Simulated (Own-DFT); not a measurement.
# What a defect does to the pressure of its cell: C40 NbSi2

No measurement is shown. These are fixed-geometry runs of a retired plane-wave code named Own-DFT, which no person has reviewed; spin and spin-orbit coupling are neglected.

Common settings: PBEsol; PseudoDojo norm-conserving scalar-relativistic files, made for PBE; cutoff 42 hartree; 4 x 4 x 5 k mesh centred on Gamma; cold (Marzari-Vanderbilt) smearing of 0.2 eV.

Known weak points: forces on such cells failed a check on a denser k mesh; stress not checked against mesh or cutoff.

All runs share one cell, with vectors in Å (0.000, 8.324, 0.000); (-9.613, 0.000, 0.000); (0.000, 0.000, 6.586) and a volume of 527.0 Å³. Atoms were moved at random from their sites; u is the rms move along one axis. The defect's site can differ from row to row.

| cell | formula | u (Å) | P (GPa) |
|---|---|---|---|
| no defect | Nb12Si24 | 0.0226 | -1.99 |
| no defect | Nb12Si24 | 0.0504 | -1.17 |
| no defect | Nb12Si24 | 0.0529 | -0.72 |
| one Si vacancy | Nb12Si23 | 0.0280 | -2.59 |
| one Si vacancy | Nb12Si23 | 0.0289 | -2.68 |
| one Si vacancy | Nb12Si23 | 0.0461 | -1.83 |
| two Nb on a Si site each | Nb14Si22 | 0.0309 | 3.75 |
| two Nb on a Si site each | Nb14Si22 | 0.0310 | 3.48 |
| two Nb on a Si site each | Nb14Si22 | 0.0433 | ? |
| two Nb on a Si site each | Nb14Si22 | 0.0531 | 4.65 |
| two Si on a Nb site each | Nb10Si26 | 0.0291 | -1.68 |
| two Si on a Nb site each | Nb10Si26 | 0.0294 | -1.66 |
| two Si on a Nb site each | Nb10Si26 | 0.0497 | -1.13 |

## Fit

P = P0 + c u² + a shift for each defect gives P0 = -2.26 GPa, c = 494 ± 53 GPa/Å² and a scatter of 0.15 GPa. The shifts, and each times the cell's volume:

- two Nb on a Si site each: 5.44 ± 0.13 GPa, 17.9 eV (8.9 eV for each of its 2 sites)
- two Si on a Nb site each: 0.08 ± 0.13 GPa, 0.3 eV (0.1 eV for each of its 2 sites) (not resolved)
- one Si vacancy: -0.72 ± 0.13 GPa, -2.4 eV

A positive shift means that the defect pushes the cell outwards. Shift times volume (160.2 GPa Å³ is 1 eV) depends little on the cell's size, so, taken for each site, it can be compared between cells at like pressure. The atoms around the defects weren't relaxed, which would change these numbers.

## Test on the hidden row

The question: what pressure belongs in the blank (two Nb on a Si site each, u = 0.0433 Å)?

The fit gives 4.10 ± 0.18 GPa. The hidden result is 4.07 GPa.
